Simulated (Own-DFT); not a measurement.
# Same atoms, different arrangement: As32Ga32, 64 atoms

Calculated results; nothing here was measured. The program, named Own-DFT, is a retired in-house plane-wave density functional code that no person has reviewed. Each row is one single-point run on a periodic cell that was not relaxed, without spin or spin-orbit coupling.

Settings of every run: PBE; PseudoDojo norm-conserving scalar-relativistic files; cutoff 42 hartree; 3 x 3 x 3 k mesh centred on Gamma; Fermi-Dirac smearing of 0.1 eV.

Known limits, some of them of some rows only: not probed for a lower state with spin; forces on such cells failed a check on a denser k mesh; forces not confirmed at this smearing and k mesh; stress not checked against mesh or cutoff.

All cells hold the same atoms in the same cell, with vectors in Å (11.307, 0.000, 0.000); (0.000, 11.307, 0.000); (0.000, 0.000, 11.307). Every atom was moved at random from its ideal site; u is the rms move along one axis. The defect's site can differ from row to row. E is the free energy of the cell above the lowest run. The arrangements:

- A: zincblende GaAs
- B: zincblende GaAs, with one As on a Ga site and one Ga on an As site, 2.4 Å apart

```
arrangement,u (Å),E (eV),P (GPa)
A,0.0199,0.072,3.52
A,0.0204,0.000,3.50
A,0.0222,0.111,3.53
A,0.0501,2.184,3.95
A,0.0515,2.421,4.02
A,0.0526,2.721,4.10
B,0.0284,2.876,3.88
B,0.0288,3.024,3.92
B,0.0289,3.064,3.93
B,0.0448,4.320,4.17
B,0.0487,4.382,4.20
B,0.0544,5.204,4.42
```

Question: once the cost of the random moves is taken out, how do the arrangements rank?

## Worked answer

Fit E = a + b u², with one b for all and one a for each arrangement, and with residuals divided by u², since the noise grows with the moves. Then b = 1052 eV/Å², the scatter at u = 0.04 Å is 0.14 eV, and against A:

- B: 2.51 ± 0.05 eV (higher)

These are energies of unrelaxed cells. Relaxing the atoms lowers the strained arrangements most, so the gaps would shrink and small ones could change sign.
